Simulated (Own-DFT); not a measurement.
## Calculated data, GaN (wurtzite, strained, atoms displaced)

A calculation, not a measurement: plane-wave PBE density functional theory by an unreviewed code, no spin, of a simulated periodic cell, stress positive in tension, free energy of the whole cell less one offset for each atom, forces on such cells passed a denser k mesh, this cell's mesh not checked; offsets are fitted by least squares, one for each functional and potential file, so energies compare only between cells with the same atoms and settings and are not formation energies; the far tail of each file's local potential was reset to the Coulomb form; each entry is a single point on an unrelaxed cell, so the pressure reflects the starting lattice, mostly measured values (interpolated for alloys), from which strain is counted, and rises with the displacements; printed positions are rounded, which can move forces by about a meV/angstrom; the program, named Own-DFT, is a retired in-house code; no spin-orbit coupling. Program: Own-DFT development build.

Common to all runs: functional PBE; potential files PseudoDojo norm-conserving, scalar-relativistic, standard set with the stringent files for Ga; wave cutoff 96 hartree; occupations Gaussian; smearing width 0.01 eV; k mesh 3 x 4 x 3 centred on Gamma.

(1) GaN (wurtzite, strained, atoms displaced)

```cif
# cell vector a (Å): 12.7560 0.0000 0.0000
# cell vector b (Å): -4.7835 8.2853 0.0414
# cell vector c (Å): 0.0000 0.0518 10.3700
data_GaN
_symmetry_space_group_name_H-M 'P 1'
_symmetry_Int_Tables_number 1
_cell_length_a 12.7560
_cell_length_b 9.5671
_cell_length_c 10.3701
_cell_angle_alpha 89.504
_cell_angle_beta 90.000
_cell_angle_gamma 120.000
_cell_volume 1095.95
loop_
_atom_site_label
_atom_site_type_symbol
_atom_site_fract_x
_atom_site_fract_y
_atom_site_fract_z
_atom_site_occupancy
Ga1 Ga 0.07882 0.21161 0.00358 1
Ga2 Ga 0.15659 0.09633 0.24849 1
N1 N 0.08606 0.23104 0.19246 1
N2 N 0.16783 0.12108 0.44573 1
Ga3 Ga 0.09446 0.22280 0.50077 1
Ga4 Ga 0.16913 0.10858 0.75495 1
N3 N 0.09173 0.22489 0.68794 1
N4 N 0.17249 0.11564 0.94142 1
Ga5 Ga 0.07777 0.54740 0.00402 1
Ga6 Ga 0.16597 0.44761 0.25284 1
N5 N 0.08318 0.54965 0.18450 1
N6 N 0.16939 0.45066 0.44378 1
Ga7 Ga 0.08392 0.55841 0.50263 1
Ga8 Ga 0.16322 0.43528 0.74697 1
N7 N 0.08484 0.55048 0.68912 1
N8 N 0.16975 0.45477 0.94179 1
Ga9 Ga 0.08413 0.87985 0.00580 1
Ga10 Ga 0.16487 0.77647 0.25569 1
N9 N 0.08555 0.88470 0.18408 1
N10 N 0.16619 0.77784 0.44194 1
Ga11 Ga 0.08261 0.88844 0.49674 1
Ga12 Ga 0.16877 0.78636 0.74799 1
N11 N 0.08185 0.87851 0.69008 1
N12 N 0.17051 0.78167 0.93936 1
Ga13 Ga 0.32498 0.21910 0.00305 1
Ga14 Ga 0.41525 0.10519 0.25603 1
N13 N 0.33306 0.21367 0.18542 1
N14 N 0.40950 0.10408 0.44263 1
Ga15 Ga 0.33221 0.22302 0.50416 1
Ga16 Ga 0.41459 0.11173 0.74562 1
N15 N 0.33700 0.22435 0.69068 1
N16 N 0.42517 0.11806 0.93142 1
Ga17 Ga 0.33880 0.55103 0.00064 1
Ga18 Ga 0.42675 0.45634 0.25651 1
N17 N 0.32849 0.55969 0.19325 1
N18 N 0.41918 0.44647 0.44453 1
Ga19 Ga 0.33601 0.56375 0.49907 1
Ga20 Ga 0.42328 0.44660 0.74929 1
N19 N 0.33927 0.56374 0.69319 1
N20 N 0.40974 0.43393 0.93999 1
Ga21 Ga 0.33039 0.88151 0.98899 1
Ga22 Ga 0.41846 0.77688 0.25005 1
N21 N 0.33724 0.88548 0.18058 1
N22 N 0.41729 0.77202 0.44389 1
Ga23 Ga 0.33136 0.89629 0.50001 1
Ga24 Ga 0.41638 0.76960 0.74745 1
N23 N 0.33836 0.89096 0.67669 1
N24 N 0.41693 0.76723 0.94025 1
Ga25 Ga 0.58575 0.22230 0.99358 1
Ga26 Ga 0.66729 0.11689 0.24188 1
N25 N 0.57972 0.21239 0.19129 1
N26 N 0.65850 0.09822 0.43889 1
Ga27 Ga 0.58277 0.22271 0.50320 1
Ga28 Ga 0.66728 0.11096 0.75265 1
N27 N 0.58577 0.22513 0.68603 1
N28 N 0.66631 0.11514 0.93653 1
Ga29 Ga 0.58253 0.55188 0.00088 1
Ga30 Ga 0.67071 0.44654 0.25501 1
N29 N 0.59218 0.55678 0.18574 1
N30 N 0.66909 0.44938 0.44659 1
Ga31 Ga 0.58482 0.55400 0.49745 1
Ga32 Ga 0.66438 0.43727 0.75087 1
N31 N 0.58379 0.55789 0.69091 1
N32 N 0.67140 0.45062 0.94694 1
Ga33 Ga 0.58690 0.88771 0.00141 1
Ga34 Ga 0.66823 0.77778 0.25142 1
N33 N 0.57514 0.88300 0.18646 1
N34 N 0.67692 0.78475 0.44108 1
Ga35 Ga 0.57974 0.88383 0.50254 1
Ga36 Ga 0.66987 0.77629 0.75178 1
N35 N 0.58335 0.89563 0.70131 1
N36 N 0.65695 0.77895 0.93344 1
Ga37 Ga 0.83457 0.21893 0.00375 1
Ga38 Ga 0.91755 0.10880 0.24460 1
N37 N 0.83163 0.21799 0.18375 1
N38 N 0.91146 0.10157 0.43809 1
Ga39 Ga 0.82989 0.22244 0.50054 1
Ga40 Ga 0.90878 0.10172 0.75095 1
N39 N 0.83755 0.22684 0.68110 1
N40 N 0.90993 0.10398 0.93935 1
Ga41 Ga 0.82824 0.55572 0.99736 1
Ga42 Ga 0.92651 0.45038 0.25155 1
N41 N 0.83548 0.56170 0.18427 1
N42 N 0.91686 0.43738 0.43583 1
Ga43 Ga 0.82634 0.54571 0.49808 1
Ga44 Ga 0.91558 0.43653 0.74426 1
N43 N 0.83297 0.54948 0.68353 1
N44 N 0.91427 0.45057 0.93583 1
Ga45 Ga 0.84649 0.89821 0.99594 1
Ga46 Ga 0.91757 0.78338 0.24010 1
N45 N 0.82609 0.87974 0.18586 1
N46 N 0.91287 0.78676 0.43886 1
Ga47 Ga 0.83453 0.88915 0.49659 1
Ga48 Ga 0.91933 0.78251 0.75161 1
N47 N 0.83334 0.89374 0.67760 1
N48 N 0.92350 0.78172 0.93827 1
```

| Property | Result |
| --- | --- |
| free energy of cell above offsets | -4.165 eV |
| pressure | 7.26 GPa |
| stress xx | -7.76 GPa |
| stress yy | -7.09 GPa |
| stress zz | -6.94 GPa |
| stress yz | 0.48 GPa |
| stress xz | -0.02 GPa |
| stress xy | 0.33 GPa |

Force:
| element | x (eV/Å) | y (eV/Å) | z (eV/Å) |
| --- | --- | --- | --- |
| Ga | 0.269 | 2.13 | -0.569 |
| Ga | 1.135 | 2.572 | 0.602 |
| N | 0.235 | -1.847 | -0.577 |
| N | 2.634 | -2.696 | -2.129 |
| Ga | -4.317 | 1.318 | 0.638 |
| Ga | -0.148 | 0.049 | -0.515 |
| N | -0.841 | -1.724 | 0.416 |
| N | -2.225 | -2.053 | -0.381 |
| Ga | 0.288 | 0.816 | -1.676 |
| Ga | 0.787 | 0.015 | 0.61 |
| N | -0.286 | 1.335 | 1.16 |
| N | -0.084 | -0.538 | -0.598 |
| Ga | 0.129 | -0.853 | 0.429 |
| Ga | 0.681 | 1.746 | 1.225 |
| N | -0.567 | 0.91 | -0.005 |
| N | 0.222 | -2.027 | -0.443 |
| Ga | 0.513 | 0.993 | -1.843 |
| Ga | 1.756 | -0.189 | -1.106 |
| N | -0.803 | -0.198 | 1.352 |
| N | -0.456 | 0.161 | -0.697 |
| Ga | -0.929 | 0.068 | 0.681 |
| Ga | 1.893 | -1.896 | 0.49 |
| N | -1.02 | 1.919 | -0.836 |
| N | -1.024 | -1.063 | -0.712 |
| Ga | 3.058 | 0.264 | 0.279 |
| Ga | -0.204 | -0.253 | -1.238 |
| N | -0.847 | 0.721 | 1.569 |
| N | 0.425 | 2.245 | -0.59 |
| Ga | 0.345 | 0.225 | -0.29 |
| Ga | 1.314 | -0.484 | 0.437 |
| N | -0.855 | 0.031 | -0.328 |
| N | -1.401 | -0.961 | 0.358 |
| Ga | -1.662 | 0.275 | 0.562 |
| Ga | -1.085 | -1.349 | -0.962 |
| N | 1.904 | -0.93 | -0.329 |
| N | -0.052 | -0.11 | -0.493 |
| Ga | 0.073 | -1.61 | 1.221 |
| Ga | -1.471 | -0.089 | 0.558 |
| N | -0.084 | -2.761 | -1.226 |
| N | 1.478 | 0.775 | -0.322 |
| Ga | 1.84 | 1.125 | 1.069 |
| Ga | -1.101 | -0.035 | 0.465 |
| N | -1.412 | 0.068 | 1.159 |
| N | -0.887 | 1.918 | -1.239 |
| Ga | 1.295 | -2.063 | -0.516 |
| Ga | -0.459 | 1.977 | 1.328 |
| N | -0.729 | -0.187 | 2.559 |
| N | -0.415 | 1.249 | -0.574 |
| Ga | -0.692 | 0.118 | 1.329 |
| Ga | 0.634 | -1.723 | 1.412 |
| N | -0.71 | 1.985 | -0.567 |
| N | 0.07 | 1.888 | -0.496 |
| Ga | 0.22 | -0.868 | -0.771 |
| Ga | -0.031 | 0.563 | -0.52 |
| N | -0.18 | -0.534 | 0.533 |
| N | 1.303 | -0.329 | 0.59 |
| Ga | -0.761 | 0.477 | -0.515 |
| Ga | 0.288 | -0.865 | -0.604 |
| N | -1.155 | 0.008 | 0.923 |
| N | -0.732 | -1.622 | -1.693 |
| Ga | -0.481 | 1.313 | 1.074 |
| Ga | 0.207 | 1.235 | 0.205 |
| N | 1.138 | -0.15 | -0.531 |
| N | -1.378 | -1.063 | -1.83 |
| Ga | -2.033 | 0.524 | -0.184 |
| Ga | -1.195 | 0.078 | 0.185 |
| N | 2.282 | 0.912 | 0.294 |
| N | -2.37 | -1.712 | -0.629 |
| Ga | 0.805 | 0.076 | 0.812 |
| Ga | -0.965 | 0.51 | -0.598 |
| N | 1.033 | -1.028 | -1.883 |
| N | 3.27 | -0.968 | 0.672 |
| Ga | -1.336 | 1.04 | -1.211 |
| Ga | -0.678 | -0.182 | 1.48 |
| N | 0.466 | 0.76 | 1.047 |
| N | 0.529 | 2.352 | -0.649 |
| Ga | 0.657 | -1.595 | -1.291 |
| Ga | 0.824 | 1.439 | -1.002 |
| N | -0.266 | -1.461 | 1.413 |
| N | 0.872 | 1.809 | -0.8 |
| Ga | 1.772 | 0.564 | 0.527 |
| Ga | -1.828 | -1.007 | -0.538 |
| N | 0.715 | -0.644 | 0.85 |
| N | -0.575 | 1.196 | 0.116 |
| Ga | 1.887 | 1.97 | 0.303 |
| Ga | 0.031 | 1.547 | 0.901 |
| N | -0.414 | 0.77 | 0.894 |
| N | 0.637 | -1.046 | 0.059 |
| Ga | -1.907 | -2.915 | 0.904 |
| Ga | -0.115 | -0.958 | 1.628 |
| N | 1.102 | 1.77 | -1.007 |
| N | 2.83 | -1.866 | -1.275 |
| Ga | -0.292 | 0.812 | 0.26 |
| Ga | -0.389 | -1.109 | -1.008 |
| N | 0.646 | -0.938 | 2.314 |
| N | -0.645 | -0.127 | -0.101 |

(2) GaN (wurtzite, strained, atoms displaced)

```cif
# cell vector a (Å): 12.7560 0.0638 0.0000
# cell vector b (Å): -4.7421 8.2613 0.0000
# cell vector c (Å): 0.0000 0.0000 10.3700
data_GaN
_symmetry_space_group_name_H-M 'P 1'
_symmetry_Int_Tables_number 1
_cell_length_a 12.7562
_cell_length_b 9.5256
_cell_length_c 10.3700
_cell_angle_alpha 90.000
_cell_angle_beta 90.000
_cell_angle_gamma 119.570
_cell_volume 1095.94
loop_
_atom_site_label
_atom_site_type_symbol
_atom_site_fract_x
_atom_site_fract_y
_atom_site_fract_z
_atom_site_occupancy
Ga1 Ga 0.08469 0.21850 0.00219 1
Ga2 Ga 0.16137 0.10990 0.25804 1
N1 N 0.08976 0.21956 0.19373 1
N2 N 0.15767 0.10264 0.44981 1
Ga3 Ga 0.08452 0.21579 0.49400 1
Ga4 Ga 0.16718 0.10602 0.75303 1
N3 N 0.08952 0.22907 0.69072 1
N4 N 0.16558 0.10728 0.93738 1
Ga5 Ga 0.08362 0.55733 0.99881 1
Ga6 Ga 0.16270 0.45180 0.24653 1
N5 N 0.08584 0.55383 0.19735 1
N6 N 0.16951 0.44970 0.44362 1
Ga7 Ga 0.08688 0.56463 0.50176 1
Ga8 Ga 0.17058 0.45060 0.75257 1
N7 N 0.08283 0.55782 0.68752 1
N8 N 0.16398 0.43979 0.94032 1
Ga9 Ga 0.08106 0.88651 0.99797 1
Ga10 Ga 0.16734 0.77144 0.25257 1
N9 N 0.08471 0.88349 0.18249 1
N10 N 0.16673 0.77119 0.44102 1
Ga11 Ga 0.08043 0.88521 0.49960 1
Ga12 Ga 0.16891 0.79125 0.75043 1
N11 N 0.08915 0.90096 0.68209 1
N12 N 0.16164 0.77937 0.93871 1
Ga13 Ga 0.33777 0.22582 0.99683 1
Ga14 Ga 0.41392 0.10748 0.24933 1
N13 N 0.33298 0.21436 0.18293 1
N14 N 0.41489 0.11524 0.43420 1
Ga15 Ga 0.33430 0.22118 0.50014 1
Ga16 Ga 0.41497 0.09648 0.74503 1
N15 N 0.33292 0.21604 0.68883 1
N16 N 0.42084 0.11475 0.94361 1
Ga17 Ga 0.32961 0.54739 0.99824 1
Ga18 Ga 0.42319 0.45142 0.24744 1
N17 N 0.33267 0.55901 0.18913 1
N18 N 0.41506 0.44597 0.44225 1
Ga19 Ga 0.33056 0.55999 0.49439 1
Ga20 Ga 0.41910 0.45603 0.74720 1
N19 N 0.33560 0.55417 0.68617 1
N20 N 0.41407 0.43927 0.93106 1
Ga21 Ga 0.32622 0.88381 0.00056 1
Ga22 Ga 0.41471 0.77982 0.25807 1
N21 N 0.33802 0.89137 0.18387 1
N22 N 0.42226 0.78994 0.43839 1
Ga23 Ga 0.33429 0.88240 0.49630 1
Ga24 Ga 0.41732 0.77785 0.74856 1
N23 N 0.33393 0.89588 0.68735 1
N24 N 0.41547 0.77450 0.94059 1
Ga25 Ga 0.58219 0.21558 0.99957 1
Ga26 Ga 0.66484 0.11034 0.24469 1
N25 N 0.58329 0.21792 0.19380 1
N26 N 0.66590 0.11277 0.44227 1
Ga27 Ga 0.58440 0.22521 0.49144 1
Ga28 Ga 0.66719 0.10869 0.74914 1
N27 N 0.58255 0.21424 0.67988 1
N28 N 0.66360 0.11602 0.94121 1
Ga29 Ga 0.58553 0.55495 0.99581 1
Ga30 Ga 0.67472 0.44638 0.25329 1
N29 N 0.58376 0.55827 0.18459 1
N30 N 0.66689 0.45351 0.42291 1
Ga31 Ga 0.58554 0.55961 0.50379 1
Ga32 Ga 0.66823 0.44758 0.75132 1
N31 N 0.57588 0.54430 0.68658 1
N32 N 0.66131 0.43726 0.93861 1
Ga33 Ga 0.58821 0.89291 0.99726 1
Ga34 Ga 0.66385 0.77882 0.24979 1
N33 N 0.58213 0.89067 0.19066 1
N34 N 0.66676 0.78519 0.43497 1
Ga35 Ga 0.58276 0.88465 0.50068 1
Ga36 Ga 0.65853 0.77473 0.75145 1
N35 N 0.58824 0.89893 0.68151 1
N36 N 0.66852 0.78878 0.93673 1
Ga37 Ga 0.83585 0.23343 0.99606 1
Ga38 Ga 0.91819 0.10844 0.24699 1
N37 N 0.83055 0.21888 0.18835 1
N38 N 0.91821 0.11673 0.44153 1
Ga39 Ga 0.83733 0.22629 0.50569 1
Ga40 Ga 0.92515 0.11865 0.75677 1
N39 N 0.84096 0.22630 0.67834 1
N40 N 0.91105 0.10356 0.95545 1
Ga41 Ga 0.83123 0.55110 0.99874 1
Ga42 Ga 0.91397 0.44526 0.24233 1
N41 N 0.83401 0.55961 0.18797 1
N42 N 0.90918 0.44464 0.43755 1
Ga43 Ga 0.83519 0.55537 0.50358 1
Ga44 Ga 0.91170 0.43511 0.74709 1
N43 N 0.83271 0.55630 0.69675 1
N44 N 0.92350 0.44801 0.94308 1
Ga45 Ga 0.83065 0.88366 0.99666 1
Ga46 Ga 0.91862 0.77588 0.24415 1
N45 N 0.83103 0.88586 0.18878 1
N46 N 0.91932 0.77637 0.44104 1
Ga47 Ga 0.82714 0.88639 0.50107 1
Ga48 Ga 0.92354 0.77290 0.75413 1
N47 N 0.83473 0.89387 0.68389 1
N48 N 0.91936 0.78414 0.94123 1
```

| Property | Result |
| --- | --- |
| free energy of cell above offsets | -5.200 eV |
| pressure | 6.82 GPa |
| stress xx | -7.43 GPa |
| stress yy | -6.45 GPa |
| stress zz | -6.57 GPa |
| stress yz | -0.57 GPa |
| stress xz | 0.16 GPa |
| stress xy | 2.71 GPa |

Force:
| element | x (eV/Å) | y (eV/Å) | z (eV/Å) |
| --- | --- | --- | --- |
| Ga | -0.247 | -0.307 | 0.268 |
| Ga | 2.488 | -0.834 | -0.318 |
| N | -2.11 | 1.144 | -0.804 |
| N | 2.465 | 0.277 | -2.022 |
| Ga | -2.02 | 1.799 | 1.727 |
| Ga | -0.11 | 2.148 | -0.479 |
| N | -0.174 | -0.359 | 0.002 |
| N | 0.265 | 0.221 | 0.382 |
| Ga | 0.909 | 0.277 | 0.59 |
| Ga | 3.397 | -2.042 | 1.64 |
| N | -2.718 | 0.729 | -2.258 |
| N | -0.833 | -0.768 | -1.092 |
| Ga | -0.575 | -2.564 | 0.181 |
| Ga | -0.286 | -0.496 | -0.698 |
| N | -0.18 | 0.597 | 0.907 |
| N | -0.189 | 0.353 | 0.133 |
| Ga | -0.013 | 1.058 | 0.752 |
| Ga | -0.116 | 1.426 | -0.302 |
| N | -0.168 | 0.277 | 1.34 |
| N | -0.143 | 1.978 | -0.721 |
| Ga | 0.394 | -0.301 | -0.18 |
| Ga | 0.386 | -1.427 | -0.389 |
| N | -0.453 | -2.147 | 1.01 |
| N | 1.026 | -0.569 | -0.46 |
| Ga | -0.471 | -0.96 | 0.167 |
| Ga | 0.299 | 0.606 | -0.327 |
| N | -1.108 | 1.128 | 0.955 |
| N | 0.587 | -1.057 | 0.37 |
| Ga | -0.789 | 0.167 | 0.596 |
| Ga | -0.185 | 4.077 | 1.374 |
| N | 0.082 | 0.694 | 0.192 |
| N | -0.432 | -1.418 | -1.305 |
| Ga | 0.385 | 0.871 | 0.547 |
| Ga | -0.839 | -1.304 | 0.407 |
| N | 0.079 | -0.302 | 0.03 |
| N | 0.337 | 0.342 | -0.72 |
| Ga | 1.059 | -0.231 | 0.557 |
| Ga | 0.15 | -2.99 | 0.055 |
| N | -1.292 | 1.391 | -0.351 |
| N | 0.304 | 1.191 | 0.77 |
| Ga | 1.045 | 0.824 | -0.32 |
| Ga | 0.762 | 0.002 | -2.119 |
| N | -0.978 | -0.996 | 1.04 |
| N | 0.35 | -1.656 | 0.438 |
| Ga | -1.473 | 1.921 | 0.687 |
| Ga | -0.144 | 0.2 | 0.343 |
| N | 0.482 | -3.374 | -0.866 |
| N | 0.018 | 0.199 | -0.709 |
| Ga | -1.381 | 0.822 | 1.361 |
| Ga | 0.772 | -0.164 | 1.626 |
| N | -0.682 | 1.099 | -0.998 |
| N | 0.814 | -0.299 | -0.831 |
| Ga | -0.235 | 0.076 | 0.184 |
| Ga | 0.102 | 1.272 | -0.281 |
| N | -0.146 | 1.238 | 0.861 |
| N | 2.23 | -0.529 | -1.336 |
| Ga | -1.125 | 0.258 | 0.542 |
| Ga | -1.476 | -0.566 | -2.967 |
| N | 0.805 | -0.026 | -0.181 |
| N | 0.273 | -0.157 | 4.566 |
| Ga | -0.399 | -0.325 | -1.47 |
| Ga | -0.471 | -1.596 | -0.311 |
| N | 1.233 | 1.808 | 0.386 |
| N | 1.002 | 0.775 | -0.158 |
| Ga | -1.777 | -0.085 | 1.298 |
| Ga | 0.42 | 0.024 | -0.455 |
| N | -0.078 | -0.505 | -0.67 |
| N | 0.382 | -1.316 | 0.47 |
| Ga | -0.152 | 1.91 | -0.726 |
| Ga | 1.514 | 0.592 | -0.868 |
| N | -0.44 | -1.839 | 1.379 |
| N | 0.647 | -1.864 | -0.406 |
| Ga | 0.084 | -1.956 | 1.267 |
| Ga | -0.479 | 0.257 | 0.563 |
| N | 0.454 | 0.748 | -0.497 |
| N | 0.285 | -0.798 | -0.963 |
| Ga | -0.774 | -0.338 | -3.106 |
| Ga | -0.062 | -0.794 | -0.445 |
| N | -0.644 | -0.936 | 3.809 |
| N | 0.422 | 1.679 | -1.957 |
| Ga | -0.341 | 0.594 | -0.001 |
| Ga | 0.44 | -0.704 | 1.473 |
| N | 0.396 | -0.514 | -1.1 |
| N | 1.76 | 0.13 | -0.358 |
| Ga | -1.116 | 0.332 | -0.34 |
| Ga | 0.886 | 1.379 | 0.353 |
| N | 0.231 | -0.407 | -0.808 |
| N | -1.3 | 0.129 | -1.198 |
| Ga | -0.189 | 0.211 | 1.086 |
| Ga | -0.265 | 0.843 | 1.065 |
| N | 0.258 | -0.174 | -0.161 |
| N | -1.028 | -0.115 | -0.672 |
| Ga | 1.259 | 0.886 | -0.464 |
| Ga | -1.329 | 1.554 | -0.749 |
| N | 0.078 | -0.798 | 1.768 |
| N | -0.085 | -1.611 | -0.597 |
